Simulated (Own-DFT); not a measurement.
# Response to strain: hcp Hf, 36 atoms (Hf36)

All numbers below are calculated, not measured. The program, named Own-DFT, is a retired in-house plane-wave density functional code that no person has reviewed. Each row is one single-point run on a periodic cell that was not relaxed, without spin or spin-orbit coupling.

Settings of every run: PBE; PseudoDojo norm-conserving scalar-relativistic files; cutoff 42 hartree; 4 x 4 x 4 k mesh centred on Gamma; cold (Marzari-Vanderbilt) smearing of 0.2 eV.

Known limits: hafnium file: forces about 75 meV/angstrom off all-electron values; forces on such cells passed a denser k mesh, each cell not checked; stress not checked against mesh or cutoff.

Unstrained cell vectors in Å: (9.589, 0.000, 0.000); (-4.795, 8.304, 0.000); (0.000, 0.000, 10.102). The unstrained cell has measured lattice constants (interpolated for alloys), not those of this functional. That, the random moves and any unrelaxed bonds set the pressure at no strain. Each run strains this cell uniformly, with the atoms carried along. Every atom was also moved at random, by a Gaussian of width 0.05 Å on each axis. Strain is the symmetric tensor, in per cent. Stress is positive in tension, and the pressure is minus a third of its trace.

```
run  e_xx (%)  e_yy (%)  e_zz (%)  e_yz (%)  e_xz (%)  e_xy (%)  s_xx (GPa)  s_yy (GPa)  s_zz (GPa)  s_yz (GPa)  s_xz (GPa)  s_xy (GPa)  P (GPa)  E (meV/atom)
  1      1.77      1.71     -0.41     -0.01     -0.85     -0.87        2.75        2.73        0.11       -0.05       -0.88       -1.06    -1.86           0.0
  2      0.12      0.05     -0.19     -1.27      1.99     -1.37       -1.27       -1.21       -2.34       -1.16        1.88       -1.79     1.61          14.1
  3     -0.39     -0.22     -0.15      1.75      1.64      0.68       -2.38       -2.10       -2.56        1.77        1.52        0.84     2.35          12.7
  4     -0.64      1.94      0.44     -1.42      0.79      0.99       -1.31        2.68        0.07       -1.31        0.83        1.42    -0.48           8.7
  5     -1.24      0.29     -0.89     -0.76     -1.36     -0.70       -3.98       -2.32       -4.31       -0.74       -1.45       -0.72     3.54          11.6
  6     -1.82      1.32      1.25      1.86      0.64     -0.60       -3.34        1.06        0.31        1.62        0.70       -0.94     0.66          16.1
  7      0.86     -1.60      1.69      0.56      1.47      0.22        0.68       -3.17        0.98        0.58        1.30        0.40     0.50          17.2
  8     -0.02     -1.48      1.30      0.72     -1.20     -1.61       -1.47       -3.50       -0.19        0.72       -1.14       -2.27     1.72          15.0
  9     -0.86      1.13      1.19     -0.29     -0.22     -0.34       -1.79        1.45        1.02       -0.27       -0.19       -0.27    -0.22           4.2
 10      1.16      1.26      1.06      1.33      1.20     -1.22        2.10        2.48        1.98        1.25        1.17       -1.36    -2.19          13.4
 11     -0.36     -0.78     -0.85     -0.05      1.26      0.98       -3.15       -3.68       -4.17       -0.12        1.37        1.22     3.67           6.6
 12     -1.63      0.59      1.35     -0.80      0.49      0.82       -3.25       -0.26        0.38       -0.73        0.44        0.97     1.04           6.3
 13     -0.54     -1.85     -0.27     -1.92      0.04      0.35       -3.91       -5.83       -4.23       -1.97        0.07        0.62     4.66          25.8
 14      1.74     -0.72      0.16     -1.13     -0.89      0.81        1.54       -1.57       -0.62       -1.20       -0.82        0.80     0.22           9.3
 15     -1.50     -1.84      1.50     -1.05      1.29     -0.63       -4.55       -4.90       -1.09       -1.06        1.26       -0.98     3.51          20.2
 16      0.30     -0.08      0.02     -0.57     -0.22      0.56           ?           ?           ?           ?           ?           ?        ?             ?
```

E is the free energy for each atom above the lowest run shown.

## Worked fit

Each stress component was fitted by least squares to a constant and the strains of the runs shown, as fractions, with shears doubled. Shear strains stay in the fit of a normal stress only where such slopes are resolved. The slopes, in GPa:

```
stress  at no strain  per e_xx  per e_yy  per e_zz  scatter
  s_xx          -1.4   193 ± 4    58 ± 3    64 ± 5     0.15
  s_yy          -1.4    58 ± 4   205 ± 3    70 ± 5     0.16
  s_zz          -1.8    72 ± 4    75 ± 3   204 ± 5     0.17
```

Each shear stress against twice its own strain: yz 48 ± 1, xz 48 ± 1, xy 64 ± 3 GPa. These are stiffnesses along x, y and z of the frame in which the cell vectors are given, which need not be the crystal's axes. The atoms are held to the strained lattice; where symmetry lets them move under strain, relaxing them would lower some slopes. The table should be nearly symmetric about its diagonal, and what it lacks of that shows the noise. A ninth of its sum, 111 ± 1 GPa, estimates the bulk modulus near the mean pressure of these runs, 1.2 GPa.

## Withheld run

Question: what normal stresses and pressure should run 16 give?

The fit gives s_xx = -0.9, s_yy = -1.4, s_zz = -1.6 and P = 1.3 GPa. The calculation gave -0.80, -1.29, -1.36 and P = 1.15 GPa.
